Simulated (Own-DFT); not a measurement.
# Strain and stress in wurtzite GaN, 72 atoms (Ga36N36)

Calculated results; nothing here was measured. The program, named Own-DFT, is a retired in-house plane-wave density functional code that no person has reviewed. Each row is one single-point run on a periodic cell that was not relaxed, without spin or spin-orbit coupling.

Settings of every run: PBE; PseudoDojo norm-conserving scalar-relativistic files (stringent for Ga); cutoff 96 hartree; 4 x 4 x 3 k mesh centred on Gamma; Gaussian smearing of 0.01 eV.

Known limits: forces not confirmed at this smearing and k mesh; stress not checked against mesh or cutoff.

Unstrained cell vectors in Å: (9.567, 0.000, 0.000); (-4.784, 8.285, 0.000); (0.000, 0.000, 10.370). The unstrained cell has measured lattice constants (interpolated for alloys), not those of this functional. That, the random moves and any unrelaxed bonds set the pressure at no strain. Each run strains this cell uniformly, with the atoms carried along. Every atom was also moved at random, by a Gaussian of width 0.05 Å on each axis. Strain is the symmetric tensor, in per cent. Stress is positive in tension, and the pressure is minus a third of its trace.

| run | e_xx (%) | e_yy (%) | e_zz (%) | s_xx (GPa) | s_yy (GPa) | s_zz (GPa) | P (GPa) | E (meV/atom) |
|---|---|---|---|---|---|---|---|---|
| 1 | 0.00 | 0.00 | 1.00 | -6.88 | -8.97 | -2.54 | 6.13 | 30.2 |
| 2 | 0.00 | 0.00 | 2.50 | -3.96 | -6.23 | 2.19 | 2.67 | 12.8 |
| 3 | 0.00 | 0.00 | -1.75 | -7.82 | -7.26 | -16.59 | 10.56 | 18.8 |
| 4 | 0.00 | 0.00 | -1.00 | -8.64 | -7.43 | -11.41 | 9.16 | 18.0 |
| 5 | 0.00 | 0.00 | 0.50 | -4.53 | -8.05 | -5.37 | 5.99 | 7.6 |
| 6 | 0.00 | 0.00 | 3.00 | -4.51 | -6.21 | 4.77 | 1.98 | 10.7 |
| 7 | 0.00 | 0.00 | 2.00 | -5.32 | -5.27 | 0.96 | 3.21 | 0.0 |
| 8 | 0.00 | 0.00 | 1.25 | -6.32 | -6.99 | -1.09 | 4.80 | 8.7 |
| 9 | 0.00 | 0.00 | -1.50 | ? | ? | ? | ? | ? |

E is the free energy for each atom above the lowest run shown.

## Worked fit

The change of volume is close to e_xx + e_yy + e_zz. A straight line through the runs shown gives P = 7.29 - 184 x (fractional change of volume) GPa, with an error of 9 on the slope and a scatter of 0.38 GPa. The strain isn't the same on all axes and the cell isn't cubic, so the slope belongs to this path and is not the bulk modulus.

## Withheld run

Question: what pressure should run 9 give? Its volume changes by -1.50 %.

The line gives 10.1 GPa. The calculation gave 10.30 GPa.
